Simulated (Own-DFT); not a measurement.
# Stretching a layer in its plane: wurtzite AlGaN with randomly placed atoms, 128 atoms (Al56Ga8N64)

Calculated, not measured: single-point runs of Own-DFT, a retired in-house plane-wave DFT program that no person has reviewed, on unrelaxed cells, without spin or spin-orbit coupling.

Method: PBE; PseudoDojo norm-conserving scalar-relativistic files; cutoff 42 hartree; 3 x 3 x 3 k mesh centred on Gamma; Fermi-Dirac smearing of 0.05 eV.

Known weak points: forces on such cells passed a denser k mesh, each cell not checked; stress not checked against mesh or cutoff.

Unstrained cell vectors in Å: (12.486, 0.000, 0.000); (-6.243, 10.814, 0.000); (0.000, 0.000, 10.015). The unstrained cell has measured lattice constants (interpolated for alloys), not those of this functional. That, the random moves and any unrelaxed bonds set the pressure at no strain. Each run strains x and y alike by e, as a substrate would, and holds the height along z. Each atom got a random Gaussian move of width 0.05 Å along each axis. The random placing of the alloy's atoms differs from row to row. Stress is positive in tension.

```
e (%)  u (Å)  (s_xx + s_yy)/2 (GPa)  s_zz (GPa)
-3.00  0.050                 -26.38      -11.16
-2.00  0.051                 -19.51       -9.74
-1.00  0.051                 -12.08       -8.45
-0.75  0.050                 -10.71       -7.26
-0.50  0.051                  -9.68       -5.98
 0.25  0.049                      ?           ?
 0.50  0.053                  -4.06       -4.63
 1.50  0.049                   2.12       -3.94
 2.00  0.052                   4.40       -3.92
 2.50  0.048                   6.65       -2.52
```

## Analysis

With e as a fraction, the in-plane stress is -6.4 + 589 e - 2563 e² GPa (errors 7 and 432, scatter 0.37), and s_zz is -6.3 + 155 e GPa (slope ± 13, scatter 0.66). At e = 0 the first slope is C11 + C12 and the second 2 C13, both with the ions held to the strained lattice and at the cell's own pressure. The term in e² is negative: the layer stiffens under compression and softens under tension. A free layer would change its height as e changes, and the in-plane slope would drop by 2 C13²/C33 to the biaxial modulus. At fixed height, a misfit of 1 % moves the in-plane stress by about 5.9 GPa and s_zz by 1.6 GPa.

## Test on the hidden row

Asked: what are the two stresses at e = 0.25 %?

Estimate: -5.0 and -5.9 GPa. The calculation gave -5.75 and -4.37 GPa.
